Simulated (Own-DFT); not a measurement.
Simulation results for AlGa₃N₄ (wurtzite random alloy, strained, atoms displaced)

All values are calculated (Own-DFT development build). A calculation, not a measurement: plane-wave PBE density functional theory by an unreviewed code, no spin, of a simulated periodic cell, stress positive in tension, free energy of the whole cell less one offset for each atom, forces on such cells passed a denser k mesh, this cell's mesh not checked; offsets are fitted by least squares, one for each functional and potential file, so energies compare only between cells with the same atoms and settings and are not formation energies; the far tail of each file's local potential was reset to the Coulomb form; each entry is a single point on an unrelaxed cell, so the pressure reflects the starting lattice, mostly measured values, from which strain is counted, and rises with the displacements; printed positions are rounded, which can move forces by about a meV/angstrom; the program is a retired in-house code; no spin-orbit coupling.

AlGa₃N₄ (wurtzite random alloy, strained, atoms displaced)

```
AlGa3N4
1.0
      9.2477     0.0000     0.0000
     -4.6239     8.0088     0.0000
      0.0000     0.0000    10.2685
Ga N Al Ga N Ga Al N Ga Al N Ga N Al N Ga N Ga N Ga N Ga N Al Ga N Ga N Ga N Ga Al N Ga Al N Ga N Ga Al N Ga N
2 2 1 1 2 1 1 2 1 1 2 2 2 2 2 2 2 2 2 2 2 2 2 1 1 2 2 2 2 2 1 1 2 1 1 2 2 2 1 1 2 2 2
Direct
  0.11530 0.21499 0.00294
  0.23478 0.11346 0.24949
  0.11280 0.22497 0.18634
  0.22879 0.10711 0.43804
  0.11438 0.21543 0.50613
  0.22762 0.12178 0.74928
  0.10482 0.21761 0.69404
  0.23021 0.11796 0.92561
  0.10630 0.53656 0.99742
  0.22088 0.44648 0.25249
  0.11165 0.55785 0.19199
  0.22821 0.45097 0.43827
  0.10591 0.55676 0.50787
  0.21990 0.44008 0.76784
  0.11272 0.56284 0.68488
  0.22902 0.45104 0.93985
  0.11025 0.89499 0.99677
  0.22798 0.77371 0.25973
  0.10512 0.88585 0.19068
  0.23549 0.78395 0.44103
  0.11193 0.88540 0.49722
  0.21722 0.77878 0.74824
  0.11302 0.88082 0.68903
  0.22362 0.78037 0.93203
  0.45285 0.23485 0.00278
  0.54369 0.10738 0.25571
  0.44570 0.22166 0.18585
  0.55699 0.11501 0.43480
  0.44767 0.22233 0.50594
  0.55805 0.11263 0.75211
  0.43877 0.21606 0.68399
  0.55992 0.11097 0.94187
  0.44049 0.56271 0.00043
  0.56042 0.45255 0.25222
  0.43716 0.54280 0.19080
  0.55185 0.44072 0.43076
  0.43751 0.55454 0.50086
  0.55330 0.43661 0.74859
  0.45147 0.56557 0.69553
  0.55504 0.43752 0.94748
  0.44438 0.88868 0.00443
  0.55541 0.78137 0.24359
  0.43785 0.88812 0.18717
  0.55342 0.77867 0.43649
  0.43367 0.88800 0.50319
  0.55889 0.77722 0.75173
  0.44174 0.88581 0.68917
  0.54887 0.77678 0.94628
  0.77091 0.21887 0.00315
  0.87809 0.11043 0.24838
  0.76974 0.22300 0.18916
  0.89259 0.12031 0.43161
  0.77375 0.22094 0.50742
  0.88113 0.13118 0.74966
  0.78324 0.21751 0.68455
  0.89125 0.11938 0.93183
  0.76106 0.54023 0.99491
  0.89672 0.45024 0.25109
  0.78223 0.55649 0.19597
  0.89583 0.45439 0.43717
  0.77639 0.56309 0.48865
  0.89717 0.45485 0.75142
  0.77842 0.55865 0.68306
  0.88341 0.43902 0.94034
  0.76650 0.88489 0.99878
  0.89272 0.78112 0.25567
  0.78293 0.90339 0.19321
  0.89171 0.77106 0.44039
  0.77677 0.89395 0.50052
  0.89708 0.79443 0.74686
  0.78334 0.89412 0.68997
  0.89135 0.77641 0.94293
```

Here we set functional PBE, potential files PseudoDojo norm-conserving, scalar-relativistic, standard set with the stringent files for Ga, wave cutoff 96 hartree, occupations Gaussian, smearing width 0.01 eV and k mesh 4 x 4 x 3 centred on Gamma.

The calculation gives: free energy of cell above offsets -4.312 eV; pressure 20.4 GPa; stress xx -25.57 GPa; stress yy -21.56 GPa; stress zz -14.09 GPa; stress yz 0.09 GPa; stress xz -1.89 GPa; stress xy -2 GPa.

Force:
```
element  x (eV/Å)  y (eV/Å)  z (eV/Å)
     Ga    -1.106     0.334    -0.073
     Ga    -2.517    -0.688     0.386
      N     0.005     0.346     0.724
      N    -1.686    -0.276     0.844
     Al    -0.827     1.066    -1.133
     Ga    -0.541    -2.509    -0.793
      N    -0.984     1.818    -1.106
      N     0.347    -0.168     2.429
     Ga    -2.402     3.364     1.643
     Al     0.043    -0.869     0.321
      N     0.767     -1.31    -0.698
      N    -1.787    -2.481      -0.4
     Ga     1.473    -0.081    -1.523
     Al     0.124     0.946    -3.986
      N     1.925    -0.802     2.575
      N     0.316    -2.362    -0.464
     Ga     1.451    -0.679     0.961
     Ga     -1.93     0.324    -1.233
      N     0.869     0.331    -0.062
      N    -4.486    -1.924     -0.56
     Al     0.239     0.204     0.752
     Al      1.87    -0.134     1.254
      N    -0.503     2.147    -2.064
      N     0.714    -0.518     0.516
     Ga    -0.122    -4.691     0.785
     Ga     1.503     0.558      -0.9
      N     0.211     1.194    -0.218
      N     0.164    -0.591      1.48
     Ga    -0.114     0.489    -1.749
     Ga    -0.102    -0.847     0.451
      N     1.395     0.851     0.967
      N    -1.749    -1.302    -0.926
     Ga      2.02     -1.41     1.701
     Ga     0.593    -1.285    -0.674
      N    -1.229     1.921     -0.94
      N    -0.424     0.277     2.068
     Ga     1.735     0.865     0.745
     Ga     0.238      1.61     0.295
      N    -1.109    -3.558    -0.393
      N    -3.591     2.412    -3.463
     Al    -1.821     0.232    -0.672
     Ga     0.284    -0.878     1.272
      N     0.836     0.255    -1.077
      N     0.101     0.309     -0.12
     Ga     4.287     1.917     1.187
     Ga    -0.357     1.741     0.505
      N     -0.41     0.302     0.444
      N    -0.462     1.066    -1.305
     Ga       1.5      0.28     0.963
     Ga     1.153     2.896     0.569
      N    -0.024     1.295     0.278
      N     1.195    -0.181     1.888
     Ga     0.546     1.056    -2.543
     Al     6.423    -4.566     2.354
      N    -5.094     3.154    -0.437
      N      0.17    -0.719     0.076
     Ga     3.627     3.816      2.43
     Al    -0.929    -1.077     0.308
      N     0.177     0.919    -0.922
      N    -0.641     -1.55    -0.821
     Ga     0.108    -3.183      2.07
     Ga    -1.257    -0.514    -0.123
      N    -0.192     -0.21     0.436
      N     0.407     0.315    -0.924
     Ga     2.403      1.45     0.619
     Al    -0.736    -0.079    -0.893
      N     1.033    -4.148    -1.441
      N    -0.252      4.23    -1.469
     Ga     0.274    -0.105    -0.203
     Ga     0.398    -2.121     1.319
      N    -1.663     2.053    -0.268
      N    -1.875     -0.53    -1.041
```
